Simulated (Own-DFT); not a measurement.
Si$_{12}$O$_{23}$ (quartz with two neutral oxygen vacancies, strained, atoms displaced) (calculated)

All values are calculated (Own-DFT development build). A calculation, not a measurement: plane-wave PBE and HSE06 DFT by an unreviewed code, no spin, of a simulated cell at Gamma alone, so results move with cell size and shape, stress positive in tension, energies less offsets, not probed for a lower state with spin; oxygen file: force components 24 meV/angstrom off all-electron in a glass; k mesh not checked against a denser one; forces and stress are PBE's, HSE06 gives the energy alone, and its difference from PBE has offsets of its own; offsets are fitted by least squares, one for each functional and potential file, so energies compare only between cells with the same atoms and settings and are not formation energies; the far tail of each file's local potential was reset to the Coulomb form; each entry is a single point on an unrelaxed cell, so the pressure reflects the starting lattice, mostly measured values (interpolated for alloys), from which strain is counted, and rises with the displacements; printed positions are rounded, which can move forces by about a meV/angstrom; the program, named Own-DFT, is a retired in-house code; no spin-orbit coupling.

```json
{"formula": "Si12O23", "kind": "quartz with two neutral oxygen vacancies, strained, atoms displaced", "structure": {"cell_angstrom": [[9.7264, 0.1518, 0.0806], [-4.7317, 8.284, 0.1241], [0.0887, 0.2089, 10.5989]], "atoms_fractional": [["Si", 0.2332, 0.00131, 0.99848], ["Si", 0.00598, 0.23401, 0.33741], ["Si", 0.26767, 0.26493, 0.16286], ["O", 0.20928, 0.13525, 0.05942], ["O", 0.43276, 0.29327, 0.22607], ["O", 0.07366, 0.36264, 0.4428], ["O", 0.13131, 0.2101, 0.27427], ["O", 0.29556, 0.42998, 0.1118], ["Si", 0.23608, 0.99668, 0.49782], ["Si", 0.00267, 0.23422, 0.83126], ["Si", 0.26268, 0.26656, 0.67004], ["O", 0.20732, 0.1302, 0.55837], ["O", 0.42754, 0.29027, 0.72809], ["O", 0.37, 0.07695, 0.89306], ["O", 0.07478, 0.36599, 0.93818], ["O", 0.13246, 0.20511, 0.77146], ["O", 0.29285, 0.42498, 0.60557], ["Si", 0.23007, 0.50591, 0.00257], ["Si", 0.99902, 0.73759, 0.33712], ["Si", 0.26145, 0.76048, 0.16376], ["O", 0.20861, 0.63767, 0.0606], ["O", 0.42603, 0.78884, 0.22338], ["O", 0.36911, 0.57342, 0.39134], ["O", 0.13245, 0.70977, 0.27463], ["O", 0.29039, 0.92765, 0.10403], ["Si", 0.23051, 0.5004, 0.49859], ["Si", 0.00429, 0.73229, 0.83914], ["Si", 0.26575, 0.76453, 0.6682], ["O", 0.20899, 0.6344, 0.56048], ["O", 0.42902, 0.79781, 0.72848], ["O", 0.36461, 0.57578, 0.88948], ["O", 0.07641, 0.87049, 0.93723], ["O", 0.13255, 0.7076, 0.77816], ["O", 0.29466, 0.92751, 0.61105], ["Si", 0.73831, 0.0053, 0.00363], ["Si", 0.49664, 0.23698, 0.33252], ["Si", 0.75898, 0.2635, 0.16861], ["O", 0.70622, 0.13736, 0.0603], ["O", 0.93318, 0.30149, 0.22995], ["O", 0.8602, 0.06757, 0.39704], ["O", 0.56718, 0.35819, 0.44446], ["O", 0.63792, 0.21096, 0.27221], ["O", 0.79011, 0.4269, 0.10526], ["Si", 0.73341, 0.00126, 0.50406], ["Si", 0.50254, 0.23251, 0.83185], ["Si", 0.7649, 0.26721, 0.66516], ["O", 0.70226, 0.13245, 0.5579], ["O", 0.91919, 0.29065, 0.72382], ["O", 0.86615, 0.07201, 0.89279], ["O", 0.57826, 0.36084, 0.93795], ["O", 0.64104, 0.2116, 0.77231], ["O", 0.79304, 0.42783, 0.60696], ["Si", 0.74013, 0.50295, 0.99943], ["Si", 0.50308, 0.73656, 0.33385], ["Si", 0.76723, 0.76505, 0.1715], ["O", 0.70163, 0.63201, 0.05719], ["O", 0.92935, 0.79455, 0.22155], ["O", 0.86545, 0.57916, 0.39413], ["O", 0.56917, 0.85903, 0.44152], ["O", 0.63104, 0.70864, 0.27313], ["O", 0.79713, 0.92935, 0.10286], ["Si", 0.72869, 0.49893, 0.49964], ["Si", 0.49845, 0.72982, 0.83399], ["Si", 0.76503, 0.76437, 0.66902], ["O", 0.70638, 0.62828, 0.55739], ["O", 0.92411, 0.78854, 0.72555], ["O", 0.86224, 0.57463, 0.89203], ["O", 0.56743, 0.86743, 0.93845], ["O", 0.63446, 0.71627, 0.77401], ["O", 0.79215, 0.92794, 0.60884]]}, "settings": {"first_functional": "PBE", "second_functional": "HSE06", "exact_exchange_share": 0.25, "screening [1/bohr]": 0.11, "exchange_divergence": "Gygi-Baldereschi", "potential_files": "PseudoDojo norm-conserving, scalar-relativistic, made for PBE, standard set", "wave_cutoff [hartree]": 48.0, "occupations": "fixed", "k_mesh": "1 x 1 x 1 centred on Gamma"}, "results": {"PBE_energy_of_cell_above_offsets [eV]": "-16.216", "HSE06_less_PBE_above_offsets [eV]": "-1.118", "PBE_pressure [GPa]": 18.66, "PBE_stress_xx [GPa]": -19.29, "PBE_stress_yy [GPa]": -17.66, "PBE_stress_zz [GPa]": -19.01, "PBE_stress_yz [GPa]": 6.16, "PBE_stress_xz [GPa]": 5.46, "PBE_stress_xy [GPa]": 5.68, "force_element": ["Si", "Si", "Si", "O", "O", "O", "O", "O", "Si", "Si", "Si", "O", "O", "O", "O", "O", "O", "Si", "Si", "Si", "O", "O", "O", "O", "O", "Si", "Si", "Si", "O", "O", "O", "O", "O", "O", "Si", "Si", "Si", "O", "O", "O", "O", "O", "O", "Si", "Si", "Si", "O", "O", "O", "O", "O", "O", "Si", "Si", "Si", "O", "O", "O", "O", "O", "O", "Si", "Si", "Si", "O", "O", "O", "O", "O", "O"], "force_x [eV/angstrom]": [0.375, -5.263, 0.783, -1.542, -3.932, -0.497, 5.348, -1.185, 0.312, -2.964, 4.773, -1.573, -2.217, -0.481, -0.072, -0.23, -0.515, 3.028, 1.3, 1.243, -2.371, -1.196, -0.68, 1.042, 1.149, 1.677, -3.601, 1.71, -1.684, -0.909, -1.585, -0.732, 3.446, -0.141, -3.274, 1.816, 5.897, -0.747, -1.619, 2.378, 0.25, -3.425, 1.67, -2.233, 1.182, 1.011, -1.662, 3.393, 0.882, 0.109, -1.249, -0.338, -4.672, -2.48, -0.463, -0.674, 0.775, -0.178, 0.493, 2.814, 1.726, 1.426, -1.225, 1.251, -3.569, 1.249, 2.081, 1.117, 2.517, 0.959], "force_y [eV/angstrom]": [-0.511, -0.379, -0.69, 0.769, 1.376, 0.659, -1.291, 2.471, -0.055, 0.776, -2.057, 1.82, 0.958, -2.659, 0.805, -1.758, 2.276, -3.904, 4.111, 2.941, 0.014, 0.597, -1.984, -1.092, -0.346, -0.915, 2.081, -1.263, 1.252, 0.165, -4.15, 0.157, -1.304, 1.677, -2.393, -4.45, 1.431, 0.306, -0.318, 1.437, 1.569, -2.037, 0.514, -2.768, 1.779, -2.14, 1.864, 0.651, -0.003, 1.609, -1.866, 2.333, -2.285, 0.412, -0.878, 1.668, 0.626, -2.447, 2.345, -1.168, -0.755, -3.598, 4.788, -1.381, 4.692, 0.319, -0.267, 1.348, -1.848, 0.365], "force_z [eV/angstrom]": [-1.591, 0.701, 2.635, -0.109, -4.303, 1.102, -2.141, -1.548, -4.473, 0.482, -2.586, 1.463, -2.164, 0.446, 0.686, 1.941, -0.419, -2.172, 1.355, 3.257, -1.224, -1.202, 0.554, 0.072, 1.441, -1.09, -1.302, 0.92, 0.672, -1.336, 1.956, 0.722, -1.007, -0.257, -3.208, 4.763, -1.668, -0.142, -1.065, -2.646, 0.794, 4.414, 1.797, -1.394, 0.551, -1.794, 0.931, 1.023, -0.907, 1.341, 2.134, -0.918, -0.37, 0.389, -3.164, 1.427, 0.042, -0.128, 1.992, -0.148, 2.496, -1.497, 0.996, -1.521, 3.074, 0.451, -1.808, 1.415, -0.082, 0.946]}}
```
